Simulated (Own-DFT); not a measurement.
# Same atoms, different arrangement: C34N2Si36, 72 atoms

These are calculations, not measurements. The program, named Own-DFT, is a retired in-house plane-wave density functional code that no person has reviewed. Each row is one single-point run on a periodic cell that was not relaxed, without spin or spin-orbit coupling.

Settings of every run: PBE; PseudoDojo norm-conserving scalar-relativistic files; cutoff 42 hartree; 4 x 4 x 3 k mesh centred on Gamma; Fermi-Dirac smearing of 0.1 eV.

Known limits: not probed for a lower state with spin; forces on such cells passed a denser k mesh, each cell not checked; stress not checked against mesh or cutoff.

All cells hold the same atoms in the same cell, with vectors in Å (9.248, 0.000, 0.000); (-4.624, 8.009, 0.000); (0.000, 0.000, 10.068). Every atom was moved at random from its ideal site; u is the rms move along one axis. The defect's site can differ from row to row. E is the free energy of the cell above the lowest run. The arrangements:

- A: 4H SiC, with two N on a C site each, 3.1 Å apart
- B: 2H SiC, with two N on a C site each, 3.1 Å apart

| arrangement | u (Å) | E (eV) | P (GPa) |
|---|---|---|---|
| A | 0.0294 | 0.487 | 2.75 |
| A | 0.0297 | 0.330 | 2.71 |
| A | 0.0298 | 0.000 | 2.56 |
| A | 0.0525 | 4.644 | 3.98 |
| A | 0.0530 | 5.394 | 4.54 |
| A | 0.0531 | 5.263 | 4.56 |
| B | 0.0279 | 0.818 | 2.75 |
| B | 0.0289 | 1.065 | 2.96 |
| B | 0.0299 | 1.354 | 2.94 |
| B | 0.0459 | 3.684 | 3.62 |
| B | 0.0519 | 5.685 | 4.55 |
| B | 0.0544 | 6.782 | 4.84 |

Question: once the cost of the random moves is taken out, how do the arrangements rank?

## Worked answer

Fit E = a + b u², with one b for all and one a for each arrangement, and with residuals divided by u², since the noise grows with the moves. Then b = 2489 eV/Å², the scatter at u = 0.04 Å is 0.32 eV, and against A:

- B: 0.87 ± 0.13 eV (higher)

These are energies of unrelaxed cells. Relaxing the atoms lowers the strained arrangements most, so the gaps would shrink and small ones could change sign.
